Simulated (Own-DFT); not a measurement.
Al₃₁GaO₄₈ (corundum with substituted atoms, atoms displaced) (calculated)

A calculation, not a measurement: plane-wave PBE density functional theory by an unreviewed code, no spin, of a simulated periodic cell, stress positive in tension, free energy of the whole cell less one offset for each atom, defect cell not probed for a lower state with spin; oxygen file: force components 24 meV/angstrom off all-electron in one glass; forces on such cells passed a denser k mesh, this cell's mesh not checked; offsets are fitted by least squares, one for each functional and potential file, so energies compare only between cells with the same atoms and settings and are not formation energies; the far tail of each file's local potential was reset to the Coulomb form; each entry is a single point on an unrelaxed cell, so the pressure reflects the starting lattice, mostly measured values, from which strain is counted, and rises with the displacements; printed positions are rounded, which can move forces by about a meV/angstrom; the program is a retired in-house code; no spin-orbit coupling; before rounding, a Quantum ESPRESSO 7.3.1 run of the same cell and cutoff gave forces within 1 meV/angstrom rms on each cell, which checks the program and not the settings. Program: Own-DFT development build.

Settings shared by all entries: functional PBE; potential files PseudoDojo norm-conserving, scalar-relativistic, standard set; wave cutoff 72 hartree; occupations Fermi-Dirac; smearing width 0.1 eV; k mesh 3 x 3 x 3 centred on Gamma.

(1) 
```xyz
80
Lattice="5.4940 0.0000 8.6604 -2.7470 4.7579 8.6604 -2.7470 -4.7579 8.6604" Properties=species:S:1:pos:R:3:force_x:R:1:force_y:R:1:force_z:R:1 formula=Al31GaO48 free_energy_of_cell_above_offsets=-42.206 pressure=15.99 stress_xx=-17.46 stress_yy=-18.32 stress_zz=-12.2 stress_yz=-0.91 stress_xz=0.27 stress_xy=-2.38
Al     0.0082     0.0732     4.5710     -3.302     -2.221     -2.669
Al     0.0465    -0.0059     8.3363     -2.301      1.468      1.604
Al    -0.0154    -0.0467    11.2662      2.707      1.169     -3.504
Al     0.0442    -0.1681     1.9216     -0.667      3.338      0.853
O     -0.0532     1.7418     7.5777     -1.117     -1.374     -0.266
O      1.4926    -0.8510     7.7031      0.515      3.164     -0.329
O     -1.3770    -0.9476     7.4616      2.479     -0.659      2.036
O      0.0809    -1.4340     5.3622      0.562      -4.12      2.058
O     -1.4684     0.7900     5.3857     -0.573      0.047     -0.472
O      1.2076     0.8388     5.3629      5.066       2.84      2.844
Al    -1.3100    -2.4329     8.9506     -1.541      1.879     -0.744
Al    -1.4052    -2.4143    12.7874      1.944     -0.287     -1.762
Al    -1.3499    -2.4509    15.2863       1.61       2.32      4.107
Al    -1.4392    -2.4593     6.2214       0.41      2.594      0.529
O     -1.4498    -0.6374    11.8128     -2.936     -3.813      3.889
O      0.1357    -3.2138    11.9630     -0.736      2.399      0.683
O     -2.8295    -3.3826    11.8349      1.862      1.429      1.453
O     -1.2024    -4.0535     9.7843     -2.463       0.75      0.505
O     -2.9320    -1.6640     9.7510      2.238     -0.132      0.294
O     -0.0666    -1.4086     9.8437      1.318     -0.864     -0.387
Al    -1.3408     2.4095     9.0749     -0.618      -2.28     -2.642
Al    -1.1488     2.2896    12.8190     -6.195      1.621     -0.788
Al    -1.5276     2.5391    15.4009       1.69     -4.247     -0.634
Al    -1.3515     2.4155     6.1893      0.313     -1.225      3.401
O     -1.4159     4.0768    11.8469     -2.179     -2.088      1.461
O      0.0665     1.6877    11.8736      3.171     -1.246     -1.669
O     -2.6967     1.3827    11.8672     -0.002       2.02       0.14
O     -1.2275     0.6648     9.6913     -0.698      1.191      0.145
O     -2.9449     3.0805     9.7621      0.936      -0.11     -0.654
O     -0.0013     3.3499     9.7431      0.433     -0.017      1.839
Al    -2.5392    -0.0914    13.3214      -3.36      2.395     -1.694
Al    -2.8555     0.0856    17.2127       3.83     -2.201     -2.716
Al    -2.7794     0.0118    19.8393      2.479      0.266     -1.869
Al    -2.8666    -0.0323    10.5390      2.458      1.558     -0.737
O     -2.8445     1.6285    16.2464     -1.386      0.734      0.217
O     -1.1294    -0.8370    16.4759     -3.939     -0.762     -3.352
O     -4.2135    -0.9013    16.2942      0.836      -0.49      0.544
O     -2.5251    -1.6662    14.1724     -1.279      0.763     -2.146
O     -4.1936     0.7761    14.1157      0.114     -2.895     -1.255
O     -1.4460     0.9841    14.0860      1.863     -0.396      0.594
Al     2.7384    -0.0794     9.0221     -0.437      1.696     -0.512
Al     2.7991     0.0136    12.6334     -0.408      0.745      2.793
Al     2.8943    -0.0028    15.3614     -3.603     -0.712     -0.011
Al     2.7172     0.0461     6.3573      0.905     -0.189     -1.232
O      2.6432     1.6859    11.9075     -0.286      0.339          0
O      4.1901    -0.7152    11.9371      2.123     -1.156     -2.511
O      1.5143    -0.9187    11.9821     -3.776      0.698     -2.599
O      2.7945    -1.8359     9.5874      0.626      3.338      1.835
O      1.2444     0.8766     9.6598      0.912      -3.21     -0.113
O      4.1021     1.0247     9.6522       0.26     -4.616      2.927
Al     1.5366    -2.4771    13.2016     -2.515       2.11       0.66
Al     1.3825    -2.4724    17.1691     -0.387      3.752     -3.552
Al     1.4135    -2.3364    19.8085     -0.829     -0.192     -1.752
Al     1.3693    -2.3820    10.5462     -0.424      0.264      0.518
O      1.2783    -0.7203    16.1176      1.426     -1.332      0.231
O      2.8075    -3.0677    16.2094      1.212     -0.921      0.787
O      0.0120    -3.2912    16.2250     -1.067     -1.252      -0.75
O      1.4912    -3.9439    14.0986     -0.205     -3.276      0.976
O     -0.0601    -1.6671    14.0323     -1.122     -0.247     -0.932
O      2.7680    -1.5343    13.9986      1.119      2.041      0.948
Al     1.4796     2.5052    13.3058     -1.502      -3.26      0.341
Al     1.3601     2.5417    17.0275      -0.47     -5.718     -1.315
Al     1.3972     2.3199    19.7071     -0.304     -0.624      0.907
Al     1.2996     2.3350    10.5417      1.534      1.393       0.34
O      1.2699     4.0998    16.2492     -0.381       0.13     -0.502
O      2.7402     1.5070    16.2250       1.68      3.542      0.484
O     -0.0675     1.4508    16.2655      0.008      1.921       -2.1
O      1.4044     0.7995    14.1002      5.117      2.753     -4.262
O     -0.1515     3.0511    14.0042        1.8      2.711      2.411
O      2.8284     3.2918    14.0902     -0.291      1.326     -0.267
Ga     0.0130    -0.0988    17.6766     -0.626      4.073     -3.865
Al    -0.0134    -0.1675    21.2956       5.53      6.129      3.693
Al     0.0066     0.0126    24.0978      0.123      1.456     -1.087
Al     0.1478     0.0704    14.7549      -4.14     -2.434      6.228
O     -0.1568     1.8313    20.5399      1.988     -3.907      -1.05
O      1.5801    -0.6081    20.6316     -0.906     -2.851     -0.186
O     -1.3058    -0.8897    20.7564     -5.383     -2.318     -4.293
O      0.2358    -1.6029    18.4578     -1.664     -4.169      3.757
O     -1.5311     0.8398    18.3852     -0.977     -1.577      1.404
O      1.3677     0.9153    18.3069      1.795      1.026      2.744
```

Units: free_energy_of_cell_above_offsets in eV; pressure, stress_xx, stress_yy, stress_zz, stress_yz, stress_xz, stress_xy in GPa; force_x, force_y, force_z in eV/Å.

(2) 
```xyz
80
Lattice="5.4940 0.0000 8.6604 -2.7470 4.7579 8.6604 -2.7470 -4.7579 8.6604" Properties=species:S:1:pos:R:3:force_x:R:1:force_y:R:1:force_z:R:1 formula=Al31GaO48 free_energy_of_cell_above_offsets=-56.681 pressure=8.75 stress_xx=-9.36 stress_yy=-8.43 stress_zz=-8.47 stress_yz=0.39 stress_xz=0.15 stress_xy=0.5
Al    -0.0520     0.0076     4.5466      0.873     -0.524      0.281
Al     0.0179    -0.0088     8.4040     -0.056      0.628      0.005
Al    -0.0531    -0.0460    11.0508      1.476      1.441        0.7
Al    -0.0054     0.0130     1.9263      1.338     -0.158      0.618
O     -0.0749     1.6254     7.5103      -0.62     -0.074      0.902
O      1.4845    -0.7399     7.5699      0.157     -0.424      0.392
O     -1.4075    -0.9501     7.5126      0.964      0.131       1.46
O      0.1099    -1.6580     5.4016     -0.187     -0.166      0.366
O     -1.4910     0.7114     5.3897     -0.203      0.426      0.848
O      1.3293     0.9103     5.3907       1.07      0.281      0.258
Al    -1.4051    -2.3757     8.8403      0.765     -0.509      0.877
Al    -1.3359    -2.3905    12.7055     -1.496       0.07      0.552
Al    -1.3365    -2.3861    15.3618     -0.973      0.495      0.274
Al    -1.3849    -2.4200     6.2532      0.578      0.502     -1.234
O     -1.5125    -0.7250    11.8844      1.403     -1.056       1.26
O      0.0621    -3.0928    11.8338      1.214     -0.105      0.958
O     -2.7249    -3.3201    11.9203     -0.096      0.557      -0.39
O     -1.2250    -4.0013     9.7395     -0.711     -0.294     -0.096
O     -2.8210    -1.6625     9.7298     -0.476     -1.381     -1.088
O     -0.0002    -1.4489     9.7778      -0.46      0.283      -1.37
Al    -1.3642     2.3985     8.8740      0.725     -0.052      0.533
Al    -1.3538     2.3654    12.7448     -1.275      0.046      0.114
Al    -1.3440     2.3501    15.4068     -1.185      0.007     -0.951
Al    -1.3535     2.3763     6.2561      0.164      -0.12      -0.99
O     -1.4830     4.0115    11.9193      0.285      0.213     -0.422
O      0.1034     1.6656    11.9278      0.347     -0.655     -0.487
O     -2.7654     1.4453    11.9278       0.07      0.842      0.231
O     -1.2337     0.7819     9.7976      1.226      0.096     -1.603
O     -2.8143     3.1400     9.7263     -0.475     -0.245       0.05
O      0.0405     3.3221     9.7563     -0.984     -0.519     -0.697
Al    -2.7589    -0.0267    13.1991     -0.067      0.489       0.39
Al    -2.7520     0.0141    17.1103      0.344     -0.316     -0.605
Al    -2.7526    -0.0366    19.7348     -0.152      0.221      0.014
Ga    -2.7160    -0.0491    10.5846     -1.447      1.414     -0.698
O     -2.8888     1.6417    16.1953      0.453       0.08      0.623
O     -1.2559    -0.7371    16.2160     -0.136      0.259      0.506
O     -4.1098    -0.9272    16.2336      0.232     -0.073      0.279
O     -2.6259    -1.6333    14.0441     -0.197     -0.502      0.259
O     -4.2313     0.7194    14.0634     -0.254      0.068      0.141
O     -1.3387     0.8846    14.0600      -0.19      0.476     -0.009
Al     2.7605    -0.0799     8.9107      0.217        2.4     -0.112
Al     2.7488     0.0101    12.7668      0.216        0.1     -0.434
Al     2.7442    -0.0303    15.4315      0.062      0.943      -1.08
Al     2.6886    -0.0095     6.2457      0.403      0.311      -0.09
O      2.6623     1.6124    11.9125     -0.445      0.591     -0.314
O      4.2799    -0.7145    11.9291     -1.019     -0.732     -0.705
O      1.3698    -0.9246    11.9503     -0.512     -0.309     -0.709
O      2.8913    -1.6109     9.7636     -0.472     -0.961     -0.073
O      1.3318     0.7682     9.7298     -0.919      -0.96     -0.107
O      4.1928     0.9118     9.8054     -1.622      0.248     -1.821
Al     1.3638    -2.3846    13.2524      0.027      0.159      -0.53
Al     1.3846    -2.3912    17.0263     -0.844     -0.269      1.196
Al     1.3764    -2.4007    19.7068     -0.266     -0.058      0.616
Al     1.3567    -2.3650    10.5459      0.478     -0.855      0.952
O      1.2601    -0.7399    16.2515      0.322      0.236     -0.372
O      2.8591    -3.1568    16.2531     -0.245      0.504     -0.366
O     -0.0239    -3.3279    16.2420      0.859     -0.065     -0.245
O      1.5117    -4.0973    14.0788      -1.07      1.379     -0.202
O     -0.1696    -1.6071    14.1137      1.575     -1.595     -1.449
O      2.7226    -1.4285    14.0420      0.159     -1.122      0.794
Al     1.3149     2.3845    13.2333      1.339       0.09     -0.303
Al     1.4191     2.3966    17.0912     -0.059     -0.492     -0.472
Al     1.3792     2.4011    19.6546      0.711      -0.38      1.818
Al     1.3950     2.4134    10.5612      0.172     -0.856      0.593
O      1.3127     4.0230    16.2450     -1.121     -0.306      0.341
O      2.8869     1.6481    16.2579     -0.175      -0.36     -0.188
O     -0.0285     1.4308    16.2425      1.064      0.783       0.28
O      1.5152     0.7393    14.0554     -0.643     -0.025      0.873
O     -0.1607     3.1314    14.0824      0.853     -0.467      0.078
O      2.7870     3.2946    14.0466     -0.697     -0.223      0.422
Al    -0.0017     0.0494    17.5160     -0.349     -1.162      0.982
Al    -0.0263     0.0402    21.4245      0.956     -1.291     -0.628
Al     0.0023    -0.0279    24.0830      0.522      -0.31     -0.929
Al     0.0500    -0.0071    14.8845      -0.98      0.497      0.198
O     -0.0721     1.6080    20.4939     -1.118      0.728      0.589
O      1.4647    -0.7606    20.5389     -0.477      0.029      0.882
O     -1.3696    -0.9491    20.5668     -0.124      0.559      0.313
O      0.1044    -1.6420    18.4109      0.902      0.273     -0.776
O     -1.5211     0.6944    18.4043      0.986      1.036     -0.227
O      1.3759     0.9720    18.3964     -0.712      0.079     -1.048
```

Units: free_energy_of_cell_above_offsets in eV; pressure, stress_xx, stress_yy, stress_zz, stress_yz, stress_xz, stress_xy in GPa; force_x, force_y, force_z in eV/Å.

(3) 
```xyz
80
Lattice="5.4940 0.0000 8.6604 -2.7470 4.7579 8.6604 -2.7470 -4.7579 8.6604" Properties=species:S:1:pos:R:3:force_x:R:1:force_y:R:1:force_z:R:1 formula=Al31GaO48 free_energy_of_cell_above_offsets=-56.796 pressure=8.82 stress_xx=-9.38 stress_yy=-8.72 stress_zz=-8.37 stress_yz=0.22 stress_xz=0.52 stress_xy=-0.02
Al     0.0151     0.0134     4.5619      0.346     -0.196      0.116
Al    -0.0145    -0.0209     8.4139      -0.02      0.219     -0.082
Al    -0.0289    -0.0279    11.0271      0.908       0.28      1.091
Al     0.0068    -0.0585     1.9021     -0.142      1.133      0.138
O     -0.1433     1.6439     7.5539      0.165     -0.451      0.723
O      1.4642    -0.7465     7.6273      0.256      0.075     -0.515
O     -1.3443    -0.9590     7.6006      -0.79      0.538     -0.507
O      0.1049    -1.7190     5.4441      0.718      1.156     -1.058
O     -1.4479     0.6807     5.3243     -0.807      1.211      1.866
O      1.3802     0.9549     5.3668      0.331     -0.967       1.22
Al    -1.3809    -2.3903     8.9202     -0.253      0.062     -0.784
Al    -1.3725    -2.3854    12.7649      0.458      0.652      0.042
Al    -1.4180    -2.3650    15.4259      1.006     -0.128     -0.713
Al    -1.3718    -2.3822     6.1915     -0.256     -0.175      1.414
O     -1.4369    -0.7038    11.9147     -1.158     -0.466      0.242
O      0.0961    -3.1006    11.8650      0.578      0.026     -0.083
O     -2.7090    -3.2495    11.9221     -0.473     -1.115     -0.698
O     -1.2592    -4.0103     9.7499      -0.32     -0.459      0.235
O     -2.8711    -1.6751     9.7518       0.14      0.797      0.362
O     -0.0246    -1.4383     9.7255        0.8     -0.593      0.442
Al    -1.3700     2.3450     8.9096      0.526       0.72      0.083
Al    -1.3415     2.3878    12.7674      0.063     -0.481     -0.154
Al    -1.3665     2.3492    15.4067     -0.328      0.104     -0.078
Al    -1.3942     2.3770     6.2934      0.289      0.133     -1.414
O     -1.4513     4.0447    11.9528     -1.173     -0.294     -0.383
O      0.1381     1.6274    11.8934     -0.226      0.287       0.47
O     -2.7507     1.4594    11.8720      1.285     -0.337      1.277
O     -1.2529     0.7253     9.8154     -0.236      0.482     -1.478
O     -2.8401     3.0677     9.7369      0.335      0.888     -0.534
O     -0.0069     3.3359     9.7652     -0.349     -0.828     -0.418
Al    -2.7223     0.0081    13.2324     -0.114     -0.495      0.225
Al    -2.6743     0.0439    17.1212     -1.197     -1.375      -1.14
Al    -2.8096     0.0254    19.6975      1.386     -0.494      0.797
Al    -2.7480     0.0396    10.5791     -0.274     -0.877      0.409
O     -2.8482     1.5869    16.2316     -0.182      1.027     -0.131
O     -1.2622    -0.7467    16.2376      0.198      0.322      0.024
O     -4.1073    -0.8837    16.2312      0.233     -0.723      0.609
O     -2.6482    -1.6721    14.0765     -0.034      0.561      0.085
O     -4.2458     0.7213    14.0881      0.693      0.247     -0.262
O     -1.3311     0.9097    14.0605     -0.305      0.112     -0.059
Al     2.7270    -0.0208     8.9237     -0.064          1     -0.248
Al     2.7646    -0.0436    12.7243     -0.675      1.256      0.794
Al     2.7304     0.0212    15.3862      0.543     -0.975     -0.112
Al     2.7416    -0.0157     6.2987      0.292      0.786     -0.696
O      2.7020     1.6134    11.8693     -0.952      0.282      0.219
O      4.1783    -0.7013    11.9198      2.092      0.284     -0.721
O      1.3891    -0.9468    11.9558     -0.367     -0.007     -1.352
O      2.8584    -1.6593     9.7361     -0.816      0.368     -0.456
O      1.2125     0.7493     9.7528      0.748     -0.685     -0.634
O      4.1134     0.9006     9.7430      0.176     -0.242      0.372
Al     1.3918    -2.4079    13.1857     -0.659      0.103      1.095
Al     1.3890    -2.4155    17.1094     -0.648       0.48     -0.289
Al     1.4136    -2.3862    19.7369     -0.249      0.237      0.226
Al     1.4047    -2.3871    10.5266     -1.284     -0.383      0.717
O      1.2474    -0.7792    16.2052      0.451      0.795      0.129
O      2.8084    -3.1081    16.2922      1.354      -0.49     -0.955
O      0.0353    -3.2941    16.2402     -1.191     -0.368     -0.144
O      1.5078    -4.0740    14.0677     -0.428      0.648       0.15
O     -0.1234    -1.6505    14.0459      0.462     -0.116      0.135
O      2.7951    -1.4381    14.0702     -0.901     -0.554     -0.213
Al     1.3940     2.3767    13.2184      0.047      0.451      -0.14
Al     1.3458     2.4113    17.0767      0.552     -0.837     -0.281
Ga     1.3468     2.4090    19.7364      0.453      -0.69      0.884
Al     1.3767     2.3561    10.5879      0.142      0.929      0.345
O      1.2228     4.0305    16.2815      0.782      0.079     -0.498
O      2.8865     1.6508    16.2272     -0.577      -0.02      0.307
O      0.0117     1.4835    16.2241      0.204     -0.689      0.267
O      1.5100     0.7418    14.0618      0.055     -0.138      0.215
O     -0.1163     3.1206    14.1061      0.078     -0.397     -0.364
O      2.7582     3.3132    14.0474      0.097     -0.623      0.678
Al     0.0293    -0.0487    17.5722     -0.105      0.735      -0.94
Al     0.0440     0.0268    21.4030     -1.248     -1.366      0.662
Al     0.0490     0.0029    24.0701      -1.08      0.265     -0.127
Al     0.0359    -0.0132    14.8876     -0.371     -0.334      0.142
O     -0.1006     1.6218    20.6186     -1.071      0.308      -0.78
O      1.4682    -0.7243    20.6161      1.024     -0.161     -1.058
O     -1.3858    -0.9340    20.5625      0.205      0.265     -0.076
O      0.1084    -1.6147    18.3797      0.134     -1.374       0.85
O     -1.4952     0.6866    18.3448      0.937      1.394      1.236
O      1.3795     0.9292    18.3842     -0.217     -0.791     -0.721
```

Units: free_energy_of_cell_above_offsets in eV; pressure, stress_xx, stress_yy, stress_zz, stress_yz, stress_xz, stress_xy in GPa; force_x, force_y, force_z in eV/Å.
